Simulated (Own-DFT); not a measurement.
GaN (wurtzite, strained, atoms displaced) (calculated)

A calculation, not a measurement: plane-wave PBE density functional theory by an unreviewed code, no spin, of a simulated periodic cell, stress positive in tension, free energy of the whole cell less one offset for each atom, forces on such cells passed a denser k mesh, this cell's mesh not checked; offsets are fitted by least squares, one for each functional and potential file, so energies compare only between cells with the same atoms and settings and are not formation energies; the far tail of each file's local potential was reset to the Coulomb form; each entry is a single point on an unrelaxed cell, so the pressure reflects the starting lattice, mostly measured values (interpolated for alloys), from which strain is counted, and rises with the displacements; printed positions are rounded, which can move forces by about a meV/angstrom; the program, named Own-DFT, is a retired in-house code; no spin-orbit coupling. Program: Own-DFT development build.

Common to all runs: functional PBE; potential files PseudoDojo norm-conserving, scalar-relativistic, standard set with the stringent files for Ga; wave cutoff 96 hartree; occupations Gaussian; smearing width 0.01 eV; k mesh 3 x 4 x 3 centred on Gamma.

(1) GaN (wurtzite, strained, atoms displaced)

```
CELL_PARAMETERS angstrom
12.75600 0.00000 0.00000
-4.78350 8.28530 0.00000
0.00000 0.00000 10.21440
ATOMIC_POSITIONS crystal
Ga 0.07585 0.21141 0.00974
Ga 0.16629 0.11685 0.25031
N 0.09208 0.21608 0.19592
N 0.16607 0.11017 0.42413
Ga 0.07670 0.23327 0.50163
Ga 0.16543 0.10834 0.75784
N 0.07207 0.21025 0.69396
N 0.17737 0.11077 0.95165
Ga 0.08201 0.55868 0.99453
Ga 0.16852 0.44555 0.24615
N 0.08098 0.55607 0.18740
N 0.16496 0.44132 0.43429
Ga 0.08749 0.56677 0.49877
Ga 0.16144 0.45032 0.74784
N 0.08919 0.56432 0.68523
N 0.16272 0.43224 0.94578
Ga 0.09171 0.89742 0.00553
Ga 0.16171 0.77094 0.25168
N 0.08920 0.89557 0.19716
N 0.16710 0.78226 0.43797
Ga 0.08356 0.89207 0.50706
Ga 0.16500 0.77723 0.74973
N 0.07720 0.88517 0.68689
N 0.16299 0.77034 0.94396
Ga 0.33618 0.22487 0.99467
Ga 0.41041 0.10469 0.25310
N 0.33529 0.22896 0.19041
N 0.42176 0.11580 0.44371
Ga 0.33277 0.22350 0.49647
Ga 0.41258 0.11143 0.75210
N 0.33389 0.22285 0.68538
N 0.42432 0.10796 0.93402
Ga 0.32739 0.54122 0.00004
Ga 0.41423 0.45140 0.25155
N 0.32655 0.55034 0.18885
N 0.41204 0.43530 0.43282
Ga 0.33789 0.55935 0.49611
Ga 0.41616 0.44451 0.75189
N 0.33183 0.55678 0.68431
N 0.41654 0.45499 0.93633
Ga 0.32981 0.88312 0.00422
Ga 0.41526 0.77123 0.24712
N 0.33008 0.88558 0.19516
N 0.41308 0.77090 0.43400
Ga 0.33270 0.89248 0.49902
Ga 0.40967 0.77312 0.75630
N 0.32934 0.88313 0.68835
N 0.41244 0.77455 0.94067
Ga 0.57985 0.22131 0.01203
Ga 0.67047 0.10557 0.24544
N 0.58268 0.21357 0.19547
N 0.65875 0.10595 0.43010
Ga 0.58635 0.21817 0.49782
Ga 0.66994 0.11129 0.74352
N 0.58478 0.21940 0.68790
N 0.67043 0.10825 0.94311
Ga 0.59214 0.55585 0.00698
Ga 0.66324 0.44879 0.25110
N 0.57798 0.55595 0.18673
N 0.67203 0.44661 0.43957
Ga 0.58924 0.55623 0.49887
Ga 0.66823 0.43418 0.74686
N 0.58045 0.56366 0.68405
N 0.67102 0.45394 0.94441
Ga 0.58621 0.88847 0.00427
Ga 0.66467 0.77629 0.26035
N 0.58184 0.89037 0.18056
N 0.67084 0.78484 0.43216
Ga 0.58597 0.89250 0.49852
Ga 0.67014 0.77647 0.74195
N 0.58140 0.88640 0.68719
N 0.67617 0.78112 0.93861
Ga 0.83048 0.22408 0.99635
Ga 0.92441 0.11121 0.25080
N 0.83786 0.22554 0.18943
N 0.91500 0.11205 0.43474
Ga 0.82895 0.21819 0.50148
Ga 0.92092 0.11734 0.74998
N 0.83878 0.21711 0.67971
N 0.91130 0.10444 0.93771
Ga 0.83633 0.55763 0.99837
Ga 0.92493 0.44636 0.24782
N 0.83406 0.54383 0.19627
N 0.91430 0.44592 0.43979
Ga 0.83430 0.55642 0.50108
Ga 0.91626 0.44517 0.74418
N 0.82925 0.54804 0.68132
N 0.91883 0.45250 0.93774
Ga 0.83272 0.88884 0.99902
Ga 0.91685 0.77308 0.25152
N 0.83489 0.89880 0.18860
N 0.90951 0.76909 0.44650
Ga 0.83748 0.89022 0.49256
Ga 0.91919 0.78319 0.75130
N 0.83532 0.88615 0.68874
N 0.92005 0.78155 0.93767
```

* free energy of cell above offsets: -3.941 eV
* pressure: 10.15 GPa
* stress xx: -7.92 GPa
* stress yy: -7.7 GPa
* stress zz: -14.83 GPa
* stress yz: 0.35 GPa
* stress xz: -0.01 GPa
* stress xy: -0.2 GPa

Force:
| element | x (eV/Å) | y (eV/Å) | z (eV/Å) |
| --- | --- | --- | --- |
| Ga | 0.308 | 0.262 | -1.04 |
| Ga | 3.58 | -1.52 | -0.812 |
| N | -4.072 | 2.262 | -1.71 |
| N | -0.408 | 0.055 | 4.853 |
| Ga | 1.641 | -1.557 | -0.04 |
| Ga | -0.117 | 0.436 | -0.585 |
| N | 3.12 | 2.474 | -1.1 |
| N | -2.487 | 0.003 | -2.004 |
| Ga | 0.821 | -1.58 | 1.027 |
| Ga | -1.208 | -0.677 | 0.382 |
| N | 1.565 | 0.004 | -0.541 |
| N | -0.25 | 1.443 | 0.573 |
| Ga | -0.106 | -1.357 | -0.763 |
| Ga | 1.952 | -1.338 | 0.723 |
| N | -1.356 | -0.859 | 0.412 |
| N | -1.032 | 0.446 | -1.019 |
| Ga | -0.731 | -1.833 | 0.503 |
| Ga | 0.209 | 0.974 | -0.187 |
| N | -0.718 | -1.149 | -0.943 |
| N | -0.165 | 0.141 | 0.556 |
| Ga | -0.399 | 0.441 | -2.48 |
| Ga | -0.107 | 0.757 | 0.509 |
| N | 1.443 | 0.814 | 1.494 |
| N | 0.142 | 1.81 | -1.121 |
| Ga | 1.917 | 1.154 | 1.471 |
| Ga | 0.278 | 0.968 | -0.05 |
| N | 0.58 | -0.409 | -0.715 |
| N | -0.711 | -0.567 | -0.29 |
| Ga | -0.353 | -0.91 | -0.221 |
| Ga | 1.128 | -0.518 | -1.229 |
| N | -0.75 | -0.198 | 0.804 |
| N | -1.584 | 0.021 | 1.266 |
| Ga | -0.83 | 1.769 | 0.106 |
| Ga | 0.531 | -1.22 | -0.851 |
| N | 0.934 | 0.891 | -0.498 |
| N | 0.638 | 1.874 | 1.287 |
| Ga | -0.389 | -1.182 | 0.337 |
| Ga | -0.299 | 0.601 | -0.992 |
| N | -0.281 | -0.693 | 0.673 |
| N | 2.256 | -1.421 | 0.39 |
| Ga | 0.426 | 0.408 | -0.059 |
| Ga | -0.317 | 0.864 | -0.268 |
| N | 0.085 | -0.33 | -0.593 |
| N | 0.289 | 1.387 | 0.386 |
| Ga | 0.69 | -0.297 | -0.123 |
| Ga | 0.952 | 0.377 | -0.924 |
| N | -0.21 | 0.896 | 0.197 |
| N | 0.549 | -0.367 | 0.789 |
| Ga | 1.369 | 0.226 | -1.291 |
| Ga | -0.237 | 0.779 | -0.302 |
| N | -0.866 | 0.91 | 0.217 |
| N | 1.693 | 0.162 | 1.042 |
| Ga | -0.883 | 1.005 | -0.028 |
| Ga | -0.026 | -0.706 | 1.309 |
| N | -0.415 | -0.432 | -0.047 |
| N | -1.53 | 0.455 | -1.189 |
| Ga | -2.116 | 1.346 | -1.756 |
| Ga | 1.053 | -1.088 | -0.037 |
| N | 0.588 | 0.444 | 1.511 |
| N | -0.984 | -0.592 | -0.095 |
| Ga | -1.009 | -0.234 | -0.325 |
| Ga | -1.342 | 1.341 | 0.714 |
| N | 1.114 | -1.834 | 0.39 |
| N | 0.805 | -2.024 | -1.123 |
| Ga | 0.143 | -0.747 | -2.657 |
| Ga | 0.101 | 0.644 | -4.221 |
| N | 0.359 | -1.091 | 2.678 |
| N | -0.229 | -0.674 | 3.201 |
| Ga | -0.778 | -0.925 | 0.096 |
| Ga | -0.512 | 0.766 | 1.378 |
| N | -0.068 | 0.163 | 0.199 |
| N | -1.953 | -1.144 | -0.54 |
| Ga | 1.134 | 0.313 | 0.803 |
| Ga | -1.074 | 0.652 | -0.525 |
| N | 0.575 | -0.424 | -0.326 |
| N | -0.116 | -0.038 | 0.809 |
| Ga | -0.074 | 0.505 | -2.422 |
| Ga | -1.649 | -2.63 | 0.884 |
| N | -1.364 | 0.9 | 1.97 |
| N | 0.564 | 1.335 | 0.346 |
| Ga | -0.232 | 0.61 | 0.984 |
| Ga | -1.414 | -1.274 | 1.131 |
| N | -1.333 | 1.472 | -1.257 |
| N | 1.224 | -0.316 | 0.14 |
| Ga | 0.159 | -0.729 | -0.988 |
| Ga | 0.216 | -0.081 | 0.064 |
| N | 0.463 | 0.811 | 2.119 |
| N | 0.196 | -1.275 | -0.972 |
| Ga | 0.742 | -0.014 | 0.445 |
| Ga | -0.205 | 0.314 | -0.08 |
| N | 0.58 | -1.932 | 0.378 |
| N | 1.314 | 1.476 | -1.337 |
| Ga | -0.51 | 0.374 | 1.266 |
| Ga | -0.811 | -1.376 | -0.113 |
| N | -0.404 | 0.823 | -0.828 |
| N | 0.59 | 0.205 | 0.804 |

(2) GaN (wurtzite, strained, atoms displaced)

```
CELL_PARAMETERS angstrom
12.75600 0.00000 0.00000
-4.78350 8.28530 0.00000
0.00000 0.00000 10.21440
ATOMIC_POSITIONS crystal
Ga 0.07885 0.22049 0.99303
Ga 0.17605 0.11150 0.24179
N 0.08156 0.22192 0.18403
N 0.16578 0.11076 0.43493
Ga 0.08909 0.23363 0.49795
Ga 0.16854 0.09718 0.75883
N 0.08766 0.22022 0.68617
N 0.16444 0.11073 0.93734
Ga 0.08465 0.55205 0.00161
Ga 0.16773 0.44228 0.24154
N 0.08316 0.54799 0.18824
N 0.16495 0.44249 0.43552
Ga 0.08075 0.55854 0.48902
Ga 0.16502 0.43575 0.74897
N 0.08319 0.54897 0.68327
N 0.16936 0.44183 0.93235
Ga 0.08570 0.88469 0.99142
Ga 0.16023 0.77365 0.25199
N 0.08624 0.88419 0.19344
N 0.16361 0.77141 0.43259
Ga 0.08970 0.89392 0.49773
Ga 0.16549 0.77850 0.75166
N 0.08246 0.87949 0.68908
N 0.16393 0.77093 0.94106
Ga 0.32912 0.21953 0.99460
Ga 0.41762 0.12001 0.25340
N 0.33003 0.21619 0.19263
N 0.41013 0.10907 0.43484
Ga 0.33868 0.22644 0.49969
Ga 0.42374 0.11483 0.75210
N 0.33348 0.21431 0.68680
N 0.41814 0.10713 0.93493
Ga 0.32607 0.55263 0.00517
Ga 0.42193 0.45314 0.25255
N 0.32944 0.55206 0.18493
N 0.42117 0.44930 0.43265
Ga 0.33538 0.55923 0.50212
Ga 0.41586 0.43792 0.75145
N 0.33123 0.55549 0.69302
N 0.40981 0.44386 0.93972
Ga 0.32905 0.88814 0.99679
Ga 0.41134 0.77729 0.25126
N 0.33850 0.89667 0.17626
N 0.41649 0.77064 0.42683
Ga 0.34079 0.90389 0.49926
Ga 0.41693 0.78111 0.74574
N 0.33278 0.88880 0.69396
N 0.41120 0.78014 0.93447
Ga 0.58209 0.23343 0.98498
Ga 0.66845 0.11164 0.25091
N 0.58653 0.22244 0.18668
N 0.66740 0.11469 0.44140
Ga 0.57708 0.21672 0.49769
Ga 0.66116 0.11821 0.75906
N 0.58313 0.22606 0.68167
N 0.66764 0.10700 0.94313
Ga 0.57882 0.56239 0.99529
Ga 0.66409 0.43353 0.24785
N 0.58637 0.55853 0.18750
N 0.66943 0.44037 0.43051
Ga 0.58455 0.55037 0.49906
Ga 0.66999 0.44736 0.75276
N 0.57879 0.55309 0.69195
N 0.66701 0.44233 0.94263
Ga 0.58193 0.88795 0.99783
Ga 0.65938 0.76740 0.24819
N 0.58731 0.90158 0.18283
N 0.66972 0.77512 0.43985
Ga 0.58364 0.88384 0.49047
Ga 0.66485 0.78354 0.75154
N 0.57616 0.87654 0.68275
N 0.66885 0.78429 0.93620
Ga 0.83240 0.22714 0.99700
Ga 0.91293 0.10592 0.24776
N 0.82440 0.21559 0.18978
N 0.92043 0.12022 0.43350
Ga 0.83468 0.22200 0.50085
Ga 0.91115 0.10200 0.75065
N 0.83220 0.22494 0.69185
N 0.90972 0.11058 0.93942
Ga 0.83013 0.55024 0.99938
Ga 0.92603 0.45011 0.25024
N 0.82999 0.55394 0.18824
N 0.91525 0.44259 0.43367
Ga 0.83204 0.55629 0.50458
Ga 0.90581 0.43867 0.75547
N 0.83523 0.54871 0.69535
N 0.92154 0.43874 0.93889
Ga 0.84195 0.89840 0.00547
Ga 0.91756 0.78801 0.25299
N 0.83126 0.89848 0.18844
N 0.92223 0.77539 0.44207
Ga 0.83496 0.88525 0.49332
Ga 0.90931 0.78610 0.74704
N 0.83444 0.89644 0.68951
N 0.91869 0.77968 0.93588
```

* free energy of cell above offsets: -3.994 eV
* pressure: 9.96 GPa
* stress xx: -7 GPa
* stress yy: -8.44 GPa
* stress zz: -14.43 GPa
* stress yz: 0.51 GPa
* stress xz: -0.28 GPa
* stress xy: -0.32 GPa

Force:
| element | x (eV/Å) | y (eV/Å) | z (eV/Å) |
| --- | --- | --- | --- |
| Ga | -0.145 | 0.242 | 0.608 |
| Ga | -3.334 | -0.967 | 1.356 |
| N | 0.599 | -0.756 | -0.205 |
| N | 0.653 | 0.669 | 0.108 |
| Ga | 0.024 | -1.745 | 0.096 |
| Ga | -1 | 1.014 | -2.961 |
| N | -0.257 | -1.375 | 0.811 |
| N | 0.255 | -0.558 | 1.271 |
| Ga | 0.258 | -0.282 | -0.745 |
| Ga | -0.114 | -0.888 | 1.45 |
| N | 0.274 | 1.28 | -0.332 |
| N | 0.587 | 1.535 | -0.634 |
| Ga | 0.782 | -1.221 | 1.926 |
| Ga | -0.687 | 0.846 | -1.073 |
| N | -0.828 | 0.491 | 0.525 |
| N | -1.096 | -0.209 | 1.281 |
| Ga | -0.835 | -0.054 | 1.613 |
| Ga | 2.108 | 0.063 | -1.389 |
| N | -1.732 | 0.747 | -1.638 |
| N | 0.838 | 1.809 | 1.241 |
| Ga | -0.081 | -0.125 | 0.269 |
| Ga | 0.814 | -2.119 | -0.671 |
| N | -1.213 | 0.7 | -0.115 |
| N | 0.072 | 0.249 | -0.47 |
| Ga | 0.89 | 0.33 | 0.988 |
| Ga | 1.396 | -1.172 | -2.266 |
| N | 1.632 | 2.606 | -1.827 |
| N | 1.07 | 1.05 | 0.622 |
| Ga | -1.95 | 0.003 | -0.181 |
| Ga | -0.983 | -0.731 | -0.987 |
| N | -0.038 | 0.488 | 0.562 |
| N | -1.247 | 0.872 | 0.475 |
| Ga | 0.648 | 1.075 | -1.968 |
| Ga | -0.565 | -0.9 | -1.717 |
| N | 1.006 | 0.671 | 1.235 |
| N | -0.205 | -0.395 | 1.75 |
| Ga | -0.634 | -0.816 | 0.088 |
| Ga | -1.226 | 0.337 | -0.406 |
| N | 0.943 | -0.309 | -0.843 |
| N | 0.921 | -0.206 | 0.19 |
| Ga | 0.828 | -0.059 | -0.487 |
| Ga | 0.347 | 0.728 | -3.023 |
| N | -0.908 | -0.486 | 2.81 |
| N | -0.507 | 1.213 | 2.751 |
| Ga | -0.347 | -3.267 | 0.549 |
| Ga | -0.167 | -1.154 | 0.649 |
| N | -0.141 | 0.805 | -1.356 |
| N | 1.102 | -0.612 | 0.526 |
| Ga | 1.086 | -2.995 | 2.996 |
| Ga | -0.986 | 0.21 | 0.166 |
| N | -1.266 | -0.6 | -0.63 |
| N | -0.201 | -0.924 | -0.097 |
| Ga | 1.065 | 0.633 | -0.78 |
| Ga | 1.586 | -1.279 | -1.827 |
| N | 0.161 | 0.232 | 1.244 |
| N | -1.414 | 1.113 | -0.732 |
| Ga | 0.568 | -0.306 | 0.304 |
| Ga | 0.324 | 1.249 | -0.815 |
| N | -0.252 | -1.281 | -0.68 |
| N | -0.845 | 0.097 | 1.986 |
| Ga | 0.212 | 0.282 | 0.232 |
| Ga | -0.874 | 0.163 | -0.662 |
| N | 1.342 | 0.327 | -0.292 |
| N | -0.929 | 2.08 | -1.252 |
| Ga | -0.877 | -0.219 | 0.046 |
| Ga | -0.046 | 2.345 | -0.02 |
| N | -0.034 | -2.603 | 1.207 |
| N | -0.147 | -0.371 | -0.48 |
| Ga | -0.198 | 0.699 | 0.75 |
| Ga | 0.165 | -0.609 | -0.77 |
| N | 0.172 | 1.923 | -0.077 |
| N | 0.55 | -0.443 | 0.725 |
| Ga | 0.075 | -1.052 | 1.477 |
| Ga | -0.207 | 2.408 | 0.11 |
| N | 2.033 | 1.737 | -0.654 |
| N | 0.255 | -1.297 | 1.023 |
| Ga | -0.278 | 0.282 | 0.047 |
| Ga | 0.283 | 2.978 | -0.151 |
| N | -0.27 | -1.255 | -0.103 |
| N | 1.086 | 0.217 | -0.362 |
| Ga | 1.093 | 0.958 | 0.571 |
| Ga | -2.372 | -1.615 | -0.646 |
| N | 0.797 | 0.911 | 0.113 |
| N | -0.498 | 0.272 | 1.034 |
| Ga | 0.875 | -0.79 | -0.762 |
| Ga | 3.625 | 0.236 | -0.711 |
| N | -2.486 | 2.015 | -0.989 |
| N | -1.358 | 1.238 | 0.486 |
| Ga | -0.731 | -1.152 | -0.921 |
| Ga | 0.354 | -1.196 | -0.81 |
| N | 0.66 | -2.396 | 0.543 |
| N | -0.946 | 0.285 | 0.062 |
| Ga | 0.11 | 1.435 | 0.414 |
| Ga | 2.392 | -1.298 | 0.336 |
| N | -0.977 | -1.763 | -1.473 |
| N | -0.483 | -0.304 | 0.373 |
